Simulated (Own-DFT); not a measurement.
# Response to strain: wurtzite GaN, 72 atoms (Ga36N36)

All numbers below are calculated, not measured. The program, named Own-DFT, is a retired in-house plane-wave density functional code that no person has reviewed. Each row is one single-point run on a periodic cell that was not relaxed, without spin or spin-orbit coupling.

Settings of every run: PBE; PseudoDojo norm-conserving scalar-relativistic files; cutoff 42 hartree; 4 x 4 x 3 k mesh centred on Gamma; Fermi-Dirac smearing of 0.1 eV.

Known limits: forces not confirmed at this smearing and k mesh; stress not checked against mesh or cutoff.

Unstrained cell vectors in Å: (9.567, 0.000, 0.000); (-4.783, 8.285, 0.000); (0.000, 0.000, 10.370). The unstrained cell has measured lattice constants (interpolated for alloys), not those of this functional. That, the random moves and any unrelaxed bonds set the pressure at no strain. Each run strains this cell uniformly, with the atoms carried along. Every atom was also moved at random, by a Gaussian of width 0.05 Å on each axis. Strain is the symmetric tensor, in per cent. Stress is positive in tension, and the pressure is minus a third of its trace.

```
run,e_xx (%),e_yy (%),e_zz (%),e_yz (%),e_xz (%),e_xy (%),s_xx (GPa),s_yy (GPa),s_zz (GPa),s_yz (GPa),s_xz (GPa),s_xy (GPa),P (GPa),E (meV/atom)
1,0.00,-1.03,-1.49,-0.05,-0.37,0.20,-9.85,-14.24,-14.26,0.45,-0.95,1.39,12.78,31.4
2,-1.81,-1.65,0.27,-1.30,1.42,0.70,-14.92,-19.18,-9.78,-2.06,3.77,0.61,14.62,41.9
3,-0.31,0.89,-0.12,1.07,0.24,1.09,-7.86,-3.39,-7.81,2.34,0.41,2.85,6.35,0.3
4,0.47,1.35,0.70,-0.41,0.71,0.46,-4.50,-0.22,-4.26,-0.92,1.58,2.33,2.99,6.8
5,-0.14,-1.57,-1.90,-1.24,-0.95,1.04,-11.74,-17.07,-17.58,-3.20,-1.73,3.45,15.46,40.8
6,-0.79,1.46,1.86,1.01,-1.39,-0.81,-9.29,-0.83,1.19,2.24,-3.02,-2.36,2.98,5.0
7,1.33,1.24,1.86,-1.16,1.92,0.96,0.65,-1.44,1.96,-2.40,4.05,2.94,-0.39,4.2
8,-1.45,1.99,1.69,-0.54,-1.92,1.51,-9.22,-1.99,-0.20,-0.84,-3.83,4.60,3.80,19.8
9,-1.61,1.46,0.73,-0.33,0.07,-0.83,-12.54,-2.57,-4.54,-0.18,0.75,-1.66,6.55,13.0
10,1.27,0.26,0.95,-0.30,1.18,-1.33,-2.59,-4.27,-3.23,-0.24,2.14,-4.66,3.36,17.2
11,0.07,-0.55,-1.48,1.27,-1.34,-1.97,-9.70,-12.22,-16.16,3.98,-2.12,-7.74,12.69,47.8
12,0.23,-1.58,0.50,-0.74,-0.35,-0.61,-7.23,-13.90,-7.19,-1.02,-1.16,-3.20,9.44,19.5
13,1.91,1.84,1.23,0.79,-1.45,-0.52,4.85,1.76,-2.35,1.02,-2.59,-1.67,-1.42,0.0
14,-0.49,0.72,-1.63,0.66,-0.46,-1.69,-10.96,-5.73,-15.98,2.00,-1.48,-5.28,10.89,35.3
15,0.45,0.85,-0.42,1.58,-0.45,-1.75,-6.28,-3.94,-8.63,3.62,-1.20,-5.92,6.29,16.4
16,1.86,-0.68,1.56,1.87,1.05,1.86,?,?,?,?,?,?,?,?
```

E is the free energy for each atom above the lowest run shown.

## Worked fit

Each stress component was fitted by least squares to a constant and the strains of the runs shown, as fractions, with shears doubled. Shear strains stay in the fit of a normal stress only where such slopes are resolved. The slopes, in GPa:

```
stress,at no strain,per e_xx,per e_yy,per e_zz,scatter
s_xx,-7.7,405 ± 25,74 ± 26,112 ± 26,1.02
s_yy,-8.4,122 ± 30,465 ± 31,37 ± 30,1.19
s_zz,-8.3,38 ± 21,66 ± 22,444 ± 22,0.86
```

Each shear stress against twice its own strain: yz 110 ± 10, xz 103 ± 7, xy 157 ± 11 GPa. These are stiffnesses along x, y and z of the frame in which the cell vectors are given, which need not be the crystal's axes. The atoms are held to the strained lattice; where symmetry lets them move under strain, relaxing them would lower some slopes. The table should be nearly symmetric about its diagonal, and what it lacks of that shows the noise. A ninth of its sum, 196 ± 4 GPa, estimates the bulk modulus near the mean pressure of these runs, 7.1 GPa, so it lies above the value at zero pressure.

## Withheld run

Question: what normal stresses and pressure should run 16 give?

The fit gives s_xx = 1.1, s_yy = -8.7, s_zz = -1.1 and P = 2.9 GPa. The calculation gave -1.05, -7.54, -2.24 and P = 3.61 GPa.
